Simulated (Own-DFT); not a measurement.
# Computed records: GaP (zincblende, atoms displaced)

A calculation, not a measurement: plane-wave PBE density functional theory by an unreviewed code, no spin, of a simulated periodic cell, stress positive in tension, free energy of the whole cell less one offset for each atom, forces on such cells passed a denser k mesh, this cell's mesh not checked; offsets are fitted by least squares, one for each functional and potential file, so energies compare only between cells with the same atoms and settings and are not formation energies; the far tail of each file's local potential was reset to the Coulomb form; each entry is a single point on an unrelaxed cell, so the pressure reflects the starting lattice, mostly measured values (interpolated for alloys), from which strain is counted, and rises with the displacements; printed positions are rounded, which can move forces by about a meV/angstrom; the program, named Own-DFT, is a retired in-house code; no spin-orbit coupling; before rounding, a Quantum ESPRESSO 7.3.1 run of the same cell and cutoff gave forces within 1 meV/angstrom rms on each cell, which checks the program and not the settings. Program: Own-DFT development build.

Common to all runs: functional PBE; potential files PseudoDojo norm-conserving, scalar-relativistic, standard set; wave cutoff 42 hartree; occupations Fermi-Dirac; smearing width 0.1 eV; k mesh 2 x 3 x 3 centred on Gamma.

```json
{"entry": 1, "formula": "GaP", "kind": "zincblende, atoms displaced", "structure": {"cell_angstrom": [[16.3515, 0.0, 0.0], [0.0, 10.901, 0.0], [0.0, 0.0, 10.901]], "atoms_fractional": [["Ga", 0.0002, 0.00367, 0.99801], ["Ga", 0.99677, 0.24804, 0.25074], ["Ga", 0.16297, 0.96434, 0.25774], ["Ga", 0.17757, 0.26007, 0.00348], ["P", 0.09172, 0.12558, 0.15947], ["P", 0.07153, 0.37029, 0.37562], ["P", 0.2663, 0.09303, 0.37263], ["P", 0.24116, 0.37325, 0.11648], ["Ga", 0.98947, 0.99274, 0.5192], ["Ga", 0.01323, 0.23805, 0.73757], ["Ga", 0.16626, 0.00257, 0.74474], ["Ga", 0.15529, 0.23177, 0.50474], ["P", 0.09394, 0.13239, 0.64896], ["P", 0.0687, 0.38714, 0.86593], ["P", 0.26387, 0.12384, 0.88593], ["P", 0.25006, 0.38713, 0.63048], ["Ga", 0.99644, 0.53859, 0.00383], ["Ga", 0.99864, 0.73803, 0.2624], ["Ga", 0.15953, 0.49532, 0.27561], ["Ga", 0.17115, 0.74814, 0.00845], ["P", 0.09249, 0.62969, 0.13095], ["P", 0.08396, 0.88477, 0.36765], ["P", 0.25814, 0.65354, 0.39872], ["P", 0.24216, 0.89159, 0.12581], ["Ga", 0.9982, 0.50982, 0.47246], ["Ga", 0.99064, 0.74946, 0.76479], ["Ga", 0.16043, 0.50735, 0.73272], ["Ga", 0.16561, 0.73379, 0.50925], ["P", 0.07294, 0.62887, 0.61592], ["P", 0.08654, 0.85248, 0.88241], ["P", 0.26349, 0.61747, 0.85845], ["P", 0.25361, 0.87241, 0.60344], ["Ga", 0.32997, 0.00497, 0.00353], ["Ga", 0.33259, 0.23379, 0.24145], ["Ga", 0.48695, 0.99162, 0.24434], ["Ga", 0.51543, 0.25123, 0.02381], ["P", 0.41752, 0.13424, 0.13276], ["P", 0.4131, 0.3807, 0.37405], ["P", 0.59579, 0.1083, 0.36865], ["P", 0.58444, 0.38034, 0.13123], ["Ga", 0.3409, 0.999, 0.52001], ["Ga", 0.34609, 0.24816, 0.75577], ["Ga", 0.4941, 0.01149, 0.75117], ["Ga", 0.50403, 0.24589, 0.49324], ["P", 0.42266, 0.13391, 0.61895], ["P", 0.41259, 0.37963, 0.87081], ["P", 0.59321, 0.12549, 0.8887], ["P", 0.58841, 0.38237, 0.61818], ["Ga", 0.34758, 0.50356, 0.00614], ["Ga", 0.34093, 0.75675, 0.23833], ["Ga", 0.49895, 0.51522, 0.24374], ["Ga", 0.5022, 0.75561, 0.99606], ["P", 0.42383, 0.63063, 0.1305], ["P", 0.42133, 0.87615, 0.38232], ["P", 0.59058, 0.63065, 0.3855], ["P", 0.58531, 0.89708, 0.14598], ["Ga", 0.33333, 0.48752, 0.49233], ["Ga", 0.34336, 0.75753, 0.76246], ["Ga", 0.50319, 0.50839, 0.75811], ["Ga", 0.50383, 0.73714, 0.51948], ["P", 0.42115, 0.63607, 0.59656], ["P", 0.41756, 0.89128, 0.84829], ["P", 0.57819, 0.59858, 0.90528], ["P", 0.57835, 0.86589, 0.5976], ["Ga", 0.66065, 0.01109, 0.01401], ["Ga", 0.65475, 0.27224, 0.25832], ["Ga", 0.84877, 0.01542, 0.24494], ["Ga", 0.84233, 0.25856, 0.01987], ["P", 0.74977, 0.08748, 0.12102], ["P", 0.75161, 0.35355, 0.37135], ["P", 0.9242, 0.12158, 0.39939], ["P", 0.90827, 0.36899, 0.14891], ["Ga", 0.6704, 0.00525, 0.52215], ["Ga", 0.66618, 0.24969, 0.75599], ["Ga", 0.84422, 0.00294, 0.75243], ["Ga", 0.8226, 0.23092, 0.48906], ["P", 0.75073, 0.12397, 0.63729], ["P", 0.74529, 0.36571, 0.87358], ["P", 0.90676, 0.11938, 0.85509], ["P", 0.91278, 0.38654, 0.62735], ["Ga", 0.66034, 0.52374, 0.01103], ["Ga", 0.68426, 0.7477, 0.25675], ["Ga", 0.82901, 0.50478, 0.26209], ["Ga", 0.81904, 0.74992, 0.00355], ["P", 0.75009, 0.6207, 0.12154], ["P", 0.75532, 0.8664, 0.39985], ["P", 0.90377, 0.63625, 0.37827], ["P", 0.91656, 0.87534, 0.1161], ["Ga", 0.68098, 0.50105, 0.4935], ["Ga", 0.66697, 0.74084, 0.75115], ["Ga", 0.83392, 0.5029, 0.73976], ["Ga", 0.81514, 0.74203, 0.52147], ["P", 0.74937, 0.63879, 0.62662], ["P", 0.75508, 0.87948, 0.88076], ["P", 0.92101, 0.61815, 0.88518], ["P", 0.91557, 0.85899, 0.59225]]}, "results": {"free_energy_of_cell_above_offsets [eV]": "-22.051", "pressure [GPa]": 7.1, "stress_xx [GPa]": -7.83, "stress_yy [GPa]": -6.89, "stress_zz [GPa]": -6.57, "stress_yz [GPa]": 0.76, "stress_xz [GPa]": -0.01, "stress_xy [GPa]": -1.33, "force_element": ["Ga", "Ga", "Ga", "Ga", "P", "P", "P", "P", "Ga", "Ga", "Ga", "Ga", "P", "P", "P", "P", "Ga", "Ga", "Ga", "Ga", "P", "P", "P", "P", "Ga", "Ga", "Ga", "Ga", "P", "P", "P", "P", "Ga", "Ga", "Ga", "Ga", "P", "P", "P", "P", "Ga", "Ga", "Ga", "Ga", "P", "P", "P", "P", "Ga", "Ga", "Ga", "Ga", "P", "P", "P", "P", "Ga", "Ga", "Ga", "Ga", "P", "P", "P", "P", "Ga", "Ga", "Ga", "Ga", "P", "P", "P", "P", "Ga", "Ga", "Ga", "Ga", "P", "P", "P", "P", "Ga", "Ga", "Ga", "Ga", "P", "P", "P", "P", "Ga", "Ga", "Ga", "Ga", "P", "P", "P", "P"], "force_x [eV/angstrom]": [0.531, -0.064, 2.564, -3.52, -0.157, 1.31, -2.304, 3.511, 4.045, -5.121, 2.564, 2.807, -0.226, 1.614, -2.601, 0.147, 3.507, 0.222, 1.801, 1.545, -0.962, -4.36, 1.1, 2.825, -1.356, 0.596, -0.299, -1.588, -0.425, -0.395, -1.233, -1.069, 2.01, -1.981, 0.515, -2.04, 1.51, 1.283, -1.55, 0.029, 0.683, -1.881, 3.291, 1.097, -0.152, 2.646, -2.322, -0.199, -2.018, -1.298, 1.481, 0.354, -1.147, -0.297, 0.137, 0.53, -0.897, -1.712, -0.858, 2.268, -4.779, -0.201, -3.318, 2.211, -0.727, 0.7, -0.234, -2.645, 2.891, -0.003, -0.677, 1.711, -0.095, -0.633, -3.201, 1.396, 0.251, 1.455, 4.922, 1.367, 4.096, -1.688, -0.305, 2.485, 0.576, -0.572, 0.186, 0.209, -0.941, -1.394, -0.919, 4.332, -2.765, -1.882, -5.383, -0.916], "force_y [eV/angstrom]": [0.124, -0.804, 4.774, -2.683, -0.051, -0.902, 1.501, 3.276, 1.672, 3.79, -2.831, 1.675, -3.122, -0.139, 1.523, -2.196, -4.208, 1.776, 0.812, -0.5, -0.855, -3.878, -3.021, -2.546, -0.066, 0.473, -0.131, 2.434, -0.131, 2.447, 0.333, -0.256, -1.076, 2.386, 1.214, -0.986, -1.511, -1.546, 1.127, 2.469, -0.076, -0.047, 1.063, 0.712, 0.191, -0.012, 0.701, -0.369, -0.353, 1.061, -1.514, 1.426, 1.182, -0.93, -0.689, -3.037, 1.669, -1.49, -0.84, 1.825, -4.527, -0.831, 4.784, 3.007, -2.995, -3.04, -1.684, -2.162, 4.85, 2.634, 1.118, 2.144, -0.9, 0.21, -4.366, 0.497, -0.04, 2.154, 4.442, -1.969, -5.063, 0.978, -0.856, 0.327, -0.037, 2.575, -0.271, -0.853, -0.548, 1.643, -0.082, 2.641, -5.865, 0.108, 2.568, -1.432], "force_z [eV/angstrom]": [-0.038, 0.566, -1.052, -2.811, -2.758, 0.612, -0.112, 3.837, -1.262, 2.976, 1.992, -1.997, -3.333, 1.157, -2.423, -0.673, 3.296, -1.3, -1.046, -1.068, 1.228, 5.102, -3.067, -1.89, 2.215, -1.667, 1.123, -0.007, 0.778, -1.003, 1.707, 3.233, 0.976, 1.762, 1.359, -2.366, -2.219, -1.796, 0.218, 0.105, -1.388, -0.833, -1.496, -0.97, 0.801, 1.219, -1.714, 0.795, -0.158, 1.475, 2.704, 0.369, -1.74, 0.158, -1.594, -1.505, 0.985, -3.219, -1.956, -5.446, 5.414, 4.762, -4.852, 4.575, -1.743, 0.291, 1.133, -2.436, 2.421, -0.064, -2.117, -0.455, -1.564, -0.993, -3.533, 2.049, 0.368, 1.64, 4.33, -2.274, 2.155, 0.815, -0.288, -0.36, 1.572, -2.517, 0.297, 0.94, 0.209, 1.329, 1.869, -4.013, 3.939, -1.396, -3.136, 4.793]}}
{"entry": 2, "formula": "GaP", "kind": "zincblende, atoms displaced", "structure": {"cell_angstrom": [[16.3515, 0.0, 0.0], [0.0, 10.901, 0.0], [0.0, 0.0, 10.901]], "atoms_fractional": [["Ga", 0.98993, 0.00394, 0.99201], ["Ga", 0.99776, 0.249, 0.25735], ["Ga", 0.14756, 0.99218, 0.24912], ["Ga", 0.16539, 0.24939, 0.01495], ["P", 0.07319, 0.13246, 0.11125], ["P", 0.09201, 0.39716, 0.36264], ["P", 0.24422, 0.1315, 0.35832], ["P", 0.24973, 0.36379, 0.12907], ["Ga", 0.985, 0.99707, 0.49081], ["Ga", 0.00897, 0.23994, 0.7525], ["Ga", 0.16394, 0.97521, 0.73496], ["Ga", 0.18361, 0.25077, 0.50971], ["P", 0.07781, 0.11751, 0.63746], ["P", 0.08083, 0.37999, 0.88087], ["P", 0.25827, 0.1249, 0.90368], ["P", 0.23041, 0.3735, 0.61224], ["Ga", 0.99676, 0.49385, 0.00212], ["Ga", 0.99802, 0.75494, 0.25449], ["Ga", 0.16526, 0.51067, 0.24765], ["Ga", 0.15836, 0.76798, 0.00583], ["P", 0.08863, 0.61988, 0.15379], ["P", 0.0858, 0.8726, 0.37679], ["P", 0.25499, 0.65211, 0.36492], ["P", 0.2388, 0.84745, 0.13998], ["Ga", 0.00201, 0.49849, 0.48973], ["Ga", 0.02469, 0.74408, 0.74796], ["Ga", 0.16602, 0.49131, 0.72602], ["Ga", 0.16843, 0.76954, 0.47403], ["P", 0.07108, 0.61875, 0.63404], ["P", 0.06681, 0.8565, 0.88837], ["P", 0.24835, 0.62923, 0.87619], ["P", 0.2506, 0.87869, 0.616], ["Ga", 0.35408, 0.02381, 0.00217], ["Ga", 0.32793, 0.23117, 0.24795], ["Ga", 0.50318, 0.00177, 0.26045], ["Ga", 0.50389, 0.24326, 0.98648], ["P", 0.42303, 0.13957, 0.13206], ["P", 0.41304, 0.36517, 0.37331], ["P", 0.56898, 0.1244, 0.38627], ["P", 0.58542, 0.36697, 0.11081], ["Ga", 0.34402, 0.99444, 0.49732], ["Ga", 0.32988, 0.24108, 0.76756], ["Ga", 0.51206, 0.9807, 0.76943], ["Ga", 0.49789, 0.23611, 0.48826], ["P", 0.42224, 0.11815, 0.63423], ["P", 0.41698, 0.36989, 0.89019], ["P", 0.59102, 0.14057, 0.8821], ["P", 0.5812, 0.37804, 0.63332], ["Ga", 0.32338, 0.49841, 0.99636], ["Ga", 0.32545, 0.75308, 0.26829], ["Ga", 0.48693, 0.50447, 0.25921], ["Ga", 0.52089, 0.74656, 0.99471], ["P", 0.41824, 0.636, 0.10354], ["P", 0.41917, 0.88707, 0.37613], ["P", 0.57257, 0.6292, 0.40114], ["P", 0.57751, 0.85161, 0.13052], ["Ga", 0.33694, 0.49572, 0.50148], ["Ga", 0.34362, 0.74652, 0.75299], ["Ga", 0.50204, 0.4995, 0.7546], ["Ga", 0.51697, 0.7372, 0.50108], ["P", 0.42504, 0.62106, 0.63689], ["P", 0.42488, 0.86812, 0.85444], ["P", 0.60459, 0.63757, 0.8924], ["P", 0.58619, 0.90139, 0.59806], ["Ga", 0.65295, 0.99992, 0.00339], ["Ga", 0.66676, 0.24767, 0.25103], ["Ga", 0.81619, 0.01541, 0.23657], ["Ga", 0.83271, 0.23611, 0.01204], ["P", 0.74464, 0.13075, 0.11012], ["P", 0.74678, 0.36606, 0.36195], ["P", 0.91171, 0.14109, 0.36496], ["P", 0.9072, 0.37169, 0.13177], ["Ga", 0.67934, 0.99966, 0.5025], ["Ga", 0.68092, 0.24259, 0.75388], ["Ga", 0.81911, 0.0166, 0.77871], ["Ga", 0.83329, 0.26232, 0.48441], ["P", 0.76684, 0.14486, 0.60588], ["P", 0.74442, 0.37072, 0.88119], ["P", 0.92502, 0.11659, 0.9026], ["P", 0.8926, 0.37594, 0.65146], ["Ga", 0.68339, 0.5004, 0.01794], ["Ga", 0.66236, 0.78159, 0.27305], ["Ga", 0.82635, 0.47331, 0.23822], ["Ga", 0.83225, 0.72881, 0.99564], ["P", 0.75759, 0.61149, 0.09906], ["P", 0.74944, 0.87317, 0.36938], ["P", 0.90422, 0.61873, 0.4029], ["P", 0.90504, 0.88036, 0.11872], ["Ga", 0.66037, 0.50579, 0.48965], ["Ga", 0.67055, 0.74281, 0.751], ["Ga", 0.83642, 0.50858, 0.75704], ["Ga", 0.83864, 0.76244, 0.49277], ["P", 0.75203, 0.62579, 0.6163], ["P", 0.75166, 0.87302, 0.88904], ["P", 0.91028, 0.62533, 0.85943], ["P", 0.90447, 0.86892, 0.6397]]}, "results": {"free_energy_of_cell_above_offsets [eV]": "-18.163", "pressure [GPa]": 8.24, "stress_xx [GPa]": -8.06, "stress_yy [GPa]": -8.74, "stress_zz [GPa]": -7.91, "stress_yz [GPa]": -2.01, "stress_xz [GPa]": 1.03, "stress_xy [GPa]": 0.4, "force_element": ["Ga", "Ga", "Ga", "Ga", "P", "P", "P", "P", "Ga", "Ga", "Ga", "Ga", "P", "P", "P", "P", "Ga", "Ga", "Ga", "Ga", "P", "P", "P", "P", "Ga", "Ga", "Ga", "Ga", "P", "P", "P", "P", "Ga", "Ga", "Ga", "Ga", "P", "P", "P", "P", "Ga", "Ga", "Ga", "Ga", "P", "P", "P", "P", "Ga", "Ga", "Ga", "Ga", "P", "P", "P", "P", "Ga", "Ga", "Ga", "Ga", "P", "P", "P", "P", "Ga", "Ga", "Ga", "Ga", "P", "P", "P", "P", "Ga", "Ga", "Ga", "Ga", "P", "P", "P", "P", "Ga", "Ga", "Ga", "Ga", "P", "P", "P", "P", "Ga", "Ga", "Ga", "Ga", "P", "P", "P", "P"], "force_x [eV/angstrom]": [4.278, 1.385, 1.912, -0.085, -0.017, -1.702, -1.15, 0.091, 0.194, -2.406, -0.822, -4.868, 1.429, 1.213, -2.381, 7.028, -0.605, -1.35, 4.9, 0.243, -4.028, -4.573, -4.025, 1.094, -0.903, -5.075, -1.733, 1.755, 3.266, 1.647, -0.832, 1.271, -0.411, 1.058, -0.584, -0.983, 1.769, -0.6, 5.719, -0.108, -1.57, 0.73, 1.778, -2.422, -0.617, -0.553, 0.096, 0.887, 0.869, 6.475, 0.793, -3.927, -0.699, 0.427, 5.187, 0.995, -0.626, -2.248, 0.628, -6.411, -0.726, -0.471, -0.631, -1.184, 1.061, -1.985, 1.628, 1.091, -2.492, -1.219, -0.463, 3.156, 0.714, -0.94, 1.749, 1.461, -2.408, 2.093, -5.463, 4.151, -5.518, -2.445, -0.805, 1.796, 2.356, 3.01, 1.271, 0.778, 1.439, 0.712, -4.109, -1.401, -0.355, -1.705, 3.535, 1.516], "force_y [eV/angstrom]": [-5.811, 1.765, 1.615, 0.42, -1.376, -3.397, -2.672, 1.906, -0.223, 1.877, 1.327, -5.645, -0.996, -0.785, -0.501, 3.589, 1.061, -0.709, -1.647, -2.863, 3.15, 1.892, -7.223, 3.723, -0.259, 1.382, 2.581, -2.326, -2.487, 3.106, 0.117, -1.452, -2.805, 2.399, -0.475, 1.362, -1.0, -0.048, -1.91, 1.336, 2.043, 0.499, 2.872, 3.42, 0.352, 1.1, -2.756, -1.295, -0.068, 4.203, 0.23, -0.735, -0.573, -2.992, -5.926, 4.215, 0.647, -0.804, -0.333, 7.766, 0.482, 0.01, -2.981, -2.588, -1.237, -0.806, -1.072, 2.125, -1.159, 1.397, -2.248, -1.615, 2.08, 0.825, -0.016, 1.837, -2.874, 0.255, 6.147, -3.33, -4.57, -4.077, 3.748, 2.533, 3.25, 2.615, -1.142, -0.855, -1.53, 1.584, 0.04, 0.127, 0.092, 0.13, 1.613, 1.352], "force_z [eV/angstrom]": [4.849, -1.373, -1.923, -1.451, 1.72, 2.311, 2.223, 0.554, 1.31, 1.63, 2.297, -5.189, -2.682, -0.739, -1.788, 3.614, 0.657, 0.146, 0.994, -0.11, -4.909, -0.32, 5.053, -0.142, 1.291, 0.609, 3.585, 3.566, -4.251, 0.549, -1.08, -0.283, -0.151, -0.538, -1.824, 1.805, 0.243, 0.088, -2.537, 1.837, 1.185, -1.237, -2.495, 4.015, 0.28, -1.654, -2.058, -1.161, 0.701, -4.991, -1.701, -1.279, 1.78, -0.652, -8.989, 1.887, 0.089, -0.834, 1.815, 6.663, -1.495, 4.092, -1.559, 3.02, 0.476, -0.922, 0.624, -1.823, 1.433, 1.536, 0.599, -1.737, -0.65, -1.734, -1.364, 0.405, 2.623, 0.076, -6.406, -3.363, -3.367, -1.959, 1.452, -0.909, 7.05, 1.581, -3.672, 0.912, 1.763, -1.479, 0.077, 1.686, -0.001, -0.349, 2.104, 0.277]}}
{"entry": 3, "formula": "GaP", "kind": "zincblende, atoms displaced", "structure": {"cell_angstrom": [[16.3515, 0.0, 0.0], [0.0, 10.901, 0.0], [0.0, 0.0, 10.901]], "atoms_fractional": [["Ga", 0.00571, 0.99575, 0.00051], ["Ga", 0.99166, 0.27208, 0.23094], ["Ga", 0.16657, 0.00288, 0.23732], ["Ga", 0.16492, 0.27459, 0.0105], ["P", 0.06738, 0.11989, 0.131], ["P", 0.08024, 0.39114, 0.37287], ["P", 0.2467, 0.1518, 0.34236], ["P", 0.24655, 0.37077, 0.13139], ["Ga", 0.99609, 0.02435, 0.50039], ["Ga", 0.9985, 0.25762, 0.76343], ["Ga", 0.172, 0.97712, 0.7637], ["Ga", 0.16197, 0.23389, 0.4876], ["P", 0.09296, 0.1349, 0.62782], ["P", 0.07901, 0.36726, 0.89606], ["P", 0.2513, 0.13456, 0.86704], ["P", 0.24671, 0.37986, 0.64861], ["Ga", 0.98989, 0.51604, 0.99422], ["Ga", 0.00928, 0.73774, 0.24614], ["Ga", 0.16635, 0.50973, 0.25385], ["Ga", 0.16217, 0.73001, 0.985], ["P", 0.07118, 0.62877, 0.10898], ["P", 0.0804, 0.88558, 0.34644], ["P", 0.26532, 0.61874, 0.37585], ["P", 0.24175, 0.88941, 0.12998], ["Ga", 0.98241, 0.50738, 0.50352], ["Ga", 0.0148, 0.75821, 0.73247], ["Ga", 0.18472, 0.49885, 0.73297], ["Ga", 0.17726, 0.78711, 0.50255], ["P", 0.10013, 0.60254, 0.63531], ["P", 0.08427, 0.87112, 0.86217], ["P", 0.25297, 0.63104, 0.8827], ["P", 0.24818, 0.8904, 0.59839], ["Ga", 0.32428, 0.02694, 0.99844], ["Ga", 0.32621, 0.24562, 0.2352], ["Ga", 0.49378, 0.98775, 0.25686], ["Ga", 0.49329, 0.2505, 0.00261], ["P", 0.41102, 0.14064, 0.11826], ["P", 0.40741, 0.36954, 0.37621], ["P", 0.58868, 0.11804, 0.39066], ["P", 0.57167, 0.37619, 0.1051], ["Ga", 0.33854, 0.98921, 0.49082], ["Ga", 0.32713, 0.22878, 0.76455], ["Ga", 0.51231, 0.01056, 0.75289], ["Ga", 0.48633, 0.25409, 0.52363], ["P", 0.41424, 0.12613, 0.62019], ["P", 0.4249, 0.36437, 0.86263], ["P", 0.57104, 0.12555, 0.87535], ["P", 0.57653, 0.36596, 0.63797], ["Ga", 0.33193, 0.48474, 0.00726], ["Ga", 0.33509, 0.74291, 0.238], ["Ga", 0.48804, 0.47511, 0.23812], ["Ga", 0.49607, 0.73487, 0.00637], ["P", 0.40856, 0.64681, 0.12263], ["P", 0.4313, 0.88888, 0.35266], ["P", 0.58371, 0.62684, 0.3893], ["P", 0.58132, 0.8805, 0.13408], ["Ga", 0.33309, 0.49751, 0.47087], ["Ga", 0.33592, 0.74264, 0.7475], ["Ga", 0.5137, 0.48518, 0.74486], ["Ga", 0.49284, 0.73426, 0.48037], ["P", 0.41904, 0.61104, 0.63386], ["P", 0.42092, 0.85724, 0.89312], ["P", 0.59688, 0.623, 0.86993], ["P", 0.59165, 0.89095, 0.61478], ["Ga", 0.66182, 0.99742, 0.00207], ["Ga", 0.66525, 0.23752, 0.25011], ["Ga", 0.83529, 0.01731, 0.24746], ["Ga", 0.83979, 0.25746, 0.01107], ["P", 0.7443, 0.13662, 0.12487], ["P", 0.76294, 0.35841, 0.35831], ["P", 0.90958, 0.12987, 0.37824], ["P", 0.90438, 0.37059, 0.11438], ["Ga", 0.68218, 0.99444, 0.48642], ["Ga", 0.66795, 0.2319, 0.7674], ["Ga", 0.82539, 0.99079, 0.75237], ["Ga", 0.84134, 0.24882, 0.51469], ["P", 0.74323, 0.1227, 0.63214], ["P", 0.74776, 0.36925, 0.88085], ["P", 0.92579, 0.12658, 0.88244], ["P", 0.91793, 0.36454, 0.6156], ["Ga", 0.66366, 0.51711, 0.01624], ["Ga", 0.66217, 0.7418, 0.25991], ["Ga", 0.8347, 0.47516, 0.24349], ["Ga", 0.8328, 0.73017, 0.97646], ["P", 0.7742, 0.65219, 0.1172], ["P", 0.75936, 0.90092, 0.3797], ["P", 0.91852, 0.63341, 0.37618], ["P", 0.9307, 0.88016, 0.12589], ["Ga", 0.66335, 0.49124, 0.526], ["Ga", 0.66469, 0.74796, 0.76103], ["Ga", 0.82317, 0.49893, 0.75688], ["Ga", 0.83367, 0.75229, 0.48959], ["P", 0.7443, 0.63801, 0.59357], ["P", 0.75429, 0.88318, 0.88725], ["P", 0.9248, 0.62551, 0.84021], ["P", 0.89994, 0.87009, 0.60992]]}, "results": {"free_energy_of_cell_above_offsets [eV]": "-19.323", "pressure [GPa]": 7.96, "stress_xx [GPa]": -8.01, "stress_yy [GPa]": -7.86, "stress_zz [GPa]": -8.01, "stress_yz [GPa]": -0.16, "stress_xz [GPa]": 2.68, "stress_xy [GPa]": -1.33, "force_element": ["Ga", "Ga", "Ga", "Ga", "P", "P", "P", "P", "Ga", "Ga", "Ga", "Ga", "P", "P", "P", "P", "Ga", "Ga", "Ga", "Ga", "P", "P", "P", "P", "Ga", "Ga", "Ga", "Ga", "P", "P", "P", "P", "Ga", "Ga", "Ga", "Ga", "P", "P", "P", "P", "Ga", "Ga", "Ga", "Ga", "P", "P", "P", "P", "Ga", "Ga", "Ga", "Ga", "P", "P", "P", "P", "Ga", "Ga", "Ga", "Ga", "P", "P", "P", "P", "Ga", "Ga", "Ga", "Ga", "P", "P", "P", "P", "Ga", "Ga", "Ga", "Ga", "P", "P", "P", "P", "Ga", "Ga", "Ga", "Ga", "P", "P", "P", "P", "Ga", "Ga", "Ga", "Ga", "P", "P", "P", "P"], "force_x [eV/angstrom]": [-0.127, 1.298, -1.448, -0.814, 2.364, -0.788, -2.243, 0.333, 0.628, 0.751, 1.263, 0.626, -1.575, -0.724, -5.383, 5.38, -0.415, -1.486, -0.2, -0.67, 2.486, 0.34, -4.073, 2.076, 2.637, -1.365, -3.318, -5.597, -3.337, -0.467, 1.107, 4.259, 0.929, 3.074, 7.297, 0.116, 0.872, 1.685, -1.662, 2.215, 1.172, 4.267, -2.517, 1.894, -1.695, -1.785, 2.475, 3.381, 0.794, -2.412, 0.149, 3.029, 1.709, -8.751, 0.861, 0.174, 1.231, 0.372, -2.432, -0.727, -0.148, -1.267, -3.037, -0.868, 0.038, -1.401, 0.185, -3.482, 1.126, -2.668, 1.287, 4.291, -3.331, -0.406, 1.322, -2.856, 1.302, -0.259, -1.919, 0.791, 1.685, 1.302, -0.089, 3.527, -4.357, 2.093, -0.548, -2.209, -0.063, 1.65, 0.343, -0.877, 0.2, -1.189, -0.885, 3.491], "force_y [eV/angstrom]": [-0.021, -1.299, 2.304, -3.381, 1.627, -0.835, -4.324, 2.451, -1.564, -0.209, 2.757, 2.471, -1.693, 2.65, -3.092, -6.929, -2.004, 1.546, 0.205, 2.35, -1.053, -0.383, 4.252, -2.553, -0.23, -1.086, 4.174, -5.96, 3.568, -0.284, -2.037, 2.593, -2.642, 2.257, 8.786, -0.28, -2.09, -2.197, 1.109, 0.368, 2.151, 4.337, -3.164, 0.845, -2.33, 0.751, 1.281, -2.788, 0.979, 3.539, 2.093, 0.854, -5.599, -8.425, -3.006, -1.395, -1.574, 0.91, 3.548, 2.05, 0.231, 2.852, -1.203, -1.651, 0.628, 1.368, -0.929, -4.203, -1.523, -0.3, 1.383, 4.204, 2.473, 0.983, 1.355, -1.72, 0.31, 0.512, -0.885, 2.071, -0.583, 1.541, 3.921, 3.175, -3.98, -4.379, -0.649, -1.18, -0.75, 2.767, 0.092, -0.237, -0.641, -1.387, 0.179, 1.775], "force_z [eV/angstrom]": [-1.16, 2.231, 1.203, -0.061, -0.017, 0.165, 3.869, 0.21, 0.142, -1.056, -2.035, -0.383, 1.405, -1.92, 3.486, -6.113, -0.853, 0.82, -0.401, 1.296, 0.694, 3.325, -2.272, -2.62, 0.26, -1.877, 6.898, -5.064, -2.983, 2.528, -1.369, 6.316, 0.735, -0.527, -6.836, -1.37, 1.052, -1.209, -0.942, 1.951, -1.695, -4.541, -2.496, -2.774, 2.018, 0.642, 2.975, -2.227, -1.058, 2.551, 0.656, -0.778, -1.218, 7.816, -1.777, -0.725, 5.452, 0.265, 2.82, 2.323, -1.664, -2.349, 1.334, 0.763, 0.217, 1.023, -1.283, -4.114, -1.634, 2.773, -0.794, 0.924, 3.429, -0.369, -0.442, -1.424, -0.509, 0.777, -0.533, 3.253, 0.02, -0.554, 0.447, -3.179, 5.123, -3.691, -1.592, 0.227, -2.208, -2.647, -1.933, -1.734, 3.444, -0.139, 1.043, 2.251]}}
```
